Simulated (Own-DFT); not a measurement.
# Response to strain: 2H SiC, 72 atoms (C36Si36)

All numbers below are calculated, not measured. They come from Own-DFT, an in-house plane-wave density functional program, since retired, whose code no person has reviewed. Each row is one single-point run on a periodic cell that was not relaxed, without spin or spin-orbit coupling.

Settings of every run: PBE; PseudoDojo norm-conserving scalar-relativistic files; cutoff 42 hartree; 4 x 4 x 3 k mesh centred on Gamma; Fermi-Dirac smearing of 0.1 eV.

Known limits: forces on such cells passed a denser k mesh, each cell not checked; stress not checked against mesh or cutoff.

Unstrained cell vectors in Å: (9.248, 0.000, 0.000); (-4.624, 8.009, 0.000); (0.000, 0.000, 10.068). The unstrained cell has measured lattice constants (interpolated for alloys), not those of this functional. That, the random moves and any unrelaxed bonds set the pressure at no strain. Each run strains this cell uniformly, with the atoms carried along. Every atom was also moved at random, by a Gaussian of width 0.05 Å on each axis. Strain is the symmetric tensor, in per cent. Stress is positive in tension, and the pressure is minus a third of its trace.

| run | e_xx (%) | e_yy (%) | e_zz (%) | e_yz (%) | e_xz (%) | e_xy (%) | s_xx (GPa) | s_yy (GPa) | s_zz (GPa) | s_yz (GPa) | s_xz (GPa) | s_xy (GPa) | P (GPa) | E (meV/atom) |
|---|---|---|---|---|---|---|---|---|---|---|---|---|---|---|
| 1 | -0.62 | 0.30 | -0.33 | -0.37 | 0.72 | -0.24 | -9.45 | -2.71 | -10.20 | -0.87 | 2.32 | -1.77 | 7.45 | 20.5 |
| 2 | -0.18 | 0.73 | -0.48 | -1.39 | 1.28 | -0.07 | -4.53 | -1.62 | -9.73 | -5.24 | 4.15 | -0.51 | 5.29 | 0.0 |
| 3 | 0.70 | -0.35 | 0.09 | 1.62 | -0.68 | 1.61 | -2.90 | -5.87 | -5.52 | 5.02 | -2.75 | 6.58 | 4.77 | 20.2 |
| 4 | -1.96 | -1.77 | 1.06 | -0.24 | 0.88 | -0.84 | -16.70 | -19.70 | -1.69 | -0.47 | 3.23 | -4.55 | 12.70 | 31.9 |
| 5 | 0.65 | -1.69 | 1.87 | -1.14 | 0.99 | -2.00 | -2.26 | -13.41 | 1.66 | -3.83 | 2.68 | -9.97 | 4.67 | 37.4 |
| 6 | 1.48 | 1.35 | 1.33 | 0.29 | 1.99 | 1.63 | 3.61 | 4.29 | 1.14 | 0.43 | 6.14 | 7.62 | -3.02 | 10.9 |
| 7 | 0.08 | 0.72 | 1.34 | -0.12 | -1.24 | 1.80 | -2.50 | -1.37 | 0.12 | -0.60 | -3.31 | 8.27 | 1.25 | 8.9 |
| 8 | 1.62 | -0.04 | -1.43 | 0.85 | -1.03 | -1.88 | 4.17 | -2.63 | -18.86 | 2.87 | -3.34 | -8.35 | 5.77 | 23.5 |
| 9 | -0.64 | -1.48 | -0.56 | -1.57 | 1.32 | -0.25 | -8.98 | -15.02 | -11.91 | -5.36 | 4.61 | -0.52 | 11.97 | 18.9 |
| 10 | -0.72 | 1.88 | -1.70 | -1.77 | -1.96 | -0.11 | -5.02 | 3.67 | -17.37 | -5.40 | -6.50 | -1.32 | 6.24 | 11.8 |
| 11 | -0.11 | -0.96 | -1.55 | -0.97 | 1.53 | 0.86 | -5.85 | -10.09 | -22.10 | -2.89 | 6.20 | 3.57 | 12.68 | 44.2 |
| 12 | -1.99 | 0.62 | 1.03 | 0.51 | -0.58 | -0.78 | -14.85 | -3.61 | -1.77 | 1.78 | -2.64 | -3.17 | 6.74 | 15.0 |
| 13 | -1.45 | -1.17 | -1.21 | 1.18 | -1.60 | -0.69 | -13.58 | -11.60 | -19.53 | 4.56 | -6.19 | -2.82 | 14.90 | 18.6 |
| 14 | -1.70 | 1.59 | 0.34 | 1.42 | 0.74 | -1.69 | -13.22 | 3.09 | -5.02 | 4.46 | 1.22 | -7.60 | 5.05 | 14.5 |
| 15 | 1.12 | -0.37 | 0.19 | -1.31 | -1.96 | -1.81 | 0.13 | -5.67 | -6.90 | -4.38 | -6.59 | -8.34 | 4.15 | 26.8 |
| 16 | 1.24 | 1.64 | -1.81 | 1.87 | -1.55 | -0.72 | 2.52 | 4.86 | -18.13 | 6.26 | -5.71 | -2.62 | 3.59 | 20.3 |
| 17 | 1.79 | 1.97 | -1.87 | 0.85 | 0.32 | 0.78 | ? | ? | ? | ? | ? | ? | ? | ? |

E is the free energy for each atom above the lowest run shown.

## Worked fit

Each stress component was fitted by least squares to a constant and the strains of the runs shown, as fractions, with shears doubled. Shear strains stay in the fit of a normal stress only where such slopes are resolved. The slopes, in GPa:

| stress | at no strain | per e_xx | per e_yy | per e_zz | scatter |
|---|---|---|---|---|---|
| s_xx | -4.8 | 521 ± 22 | 87 ± 22 | -10 ± 23 | 1.05 |
| s_yy | -5.0 | 121 ± 25 | 564 ± 25 | -10 ± 25 | 1.15 |
| s_zz | -8.4 | 7 ± 32 | 97 ± 32 | 670 ± 33 | 1.51 |

Each shear stress against twice its own strain: yz 165 ± 3, xz 164 ± 5, xy 225 ± 7 GPa. These are stiffnesses along x, y and z of the frame in which the cell vectors are given, which need not be the crystal's axes. The atoms are held to the strained lattice; where symmetry lets them move under strain, relaxing them would lower some slopes. The table should be nearly symmetric about its diagonal, and what it lacks of that shows the noise. A ninth of its sum, 228 ± 6 GPa, estimates the bulk modulus near the mean pressure of these runs, 6.5 GPa, so it lies above the value at zero pressure.

## Withheld run

Question: what normal stresses and pressure should run 17 give?

The fit gives s_xx = 6.4, s_yy = 8.4, s_zz = -18.8 and P = 1.4 GPa. The calculation gave 6.55, 6.93, -18.88 and P = 1.80 GPa.
